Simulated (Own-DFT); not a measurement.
# How much smaller does PBEsol make it? C49 TiSi2, 60 atoms (Si40Ti20)

Calculated, not measured: single-point runs of Own-DFT, a retired in-house plane-wave DFT program that no person has reviewed, on unrelaxed cells, without spin or spin-orbit coupling.

Caveats: forces on such cells moved up to 12 meV/angstrom on a denser k mesh; stress not checked against mesh or cutoff.

Each geometry was run with PBE and with PBEsol, otherwise alike: PseudoDojo norm-conserving scalar-relativistic files made for PBE; cutoff 42 hartree; 4 x 4 x 4 k mesh centred on Gamma; cold (Marzari-Vanderbilt) smearing of 0.2 eV. Unstrained cell vectors in Å: (5.295, -6.759, 3.565); (7.060, 0.000, -7.130); (5.295, 6.759, 3.565). Each has a uniform strain, of which the change of volume is shown, and random moves of rms u per axis.

| run | volume change (%) | u (Å) | P with PBE (GPa) | P with PBEsol (GPa) |
|---|---|---|---|---|
| 1 | 4.18 | 0.0554 | -2.14 | -5.30 |
| 2 | 0.72 | 0.0493 | 2.00 | -1.30 |
| 3 | -2.62 | 0.0454 | 6.80 | 3.37 |
| 4 | -4.13 | 0.0480 | 9.91 | 6.42 |
| 5 | -1.21 | 0.0505 | 5.37 | 1.99 |
| 6 | 3.34 | 0.0452 | -1.82 | -5.01 |
| 7 | -0.30 | 0.0479 | 3.88 | 0.55 |
| 8 | -3.15 | 0.0519 | 8.31 | 4.85 |
| 9 | -3.33 | 0.0509 | 8.78 | 5.32 |
| 10 | 0.01 | 0.0503 | 3.81 | 0.49 |
| 11 | -1.67 | 0.0464 | 5.57 | ? |

The question: by how much does PBEsol shrink this cell, and what belongs in the blank?

## Working it out

Write v for the change of volume as a fraction. Fitted to v and u², the PBE pressure has a slope of -151 ± 3 GPa in v, with the ions held to the strained lattice. The difference PBEsol less PBE is -3.33 + 4.0 v GPa (slope ± 0.1) and averages -3.35 GPa. Divided by the mean slope of the two, 149 GPa, that makes PBEsol's volume at a given pressure, near 3 GPa, about 2.2 % smaller, or 0.75 % in lengths. At one volume PBEsol's slope is the smaller by 4 GPa, but its pressure there is lower too. If stiffness rises by about 4 GPa for each GPa, PBEsol at equal pressure is stiffer by about 9 GPa. Files made for PBEsol would give a different shift.

For run 11 the line gives 2.18 GPa. DFT gave 2.18 GPa.
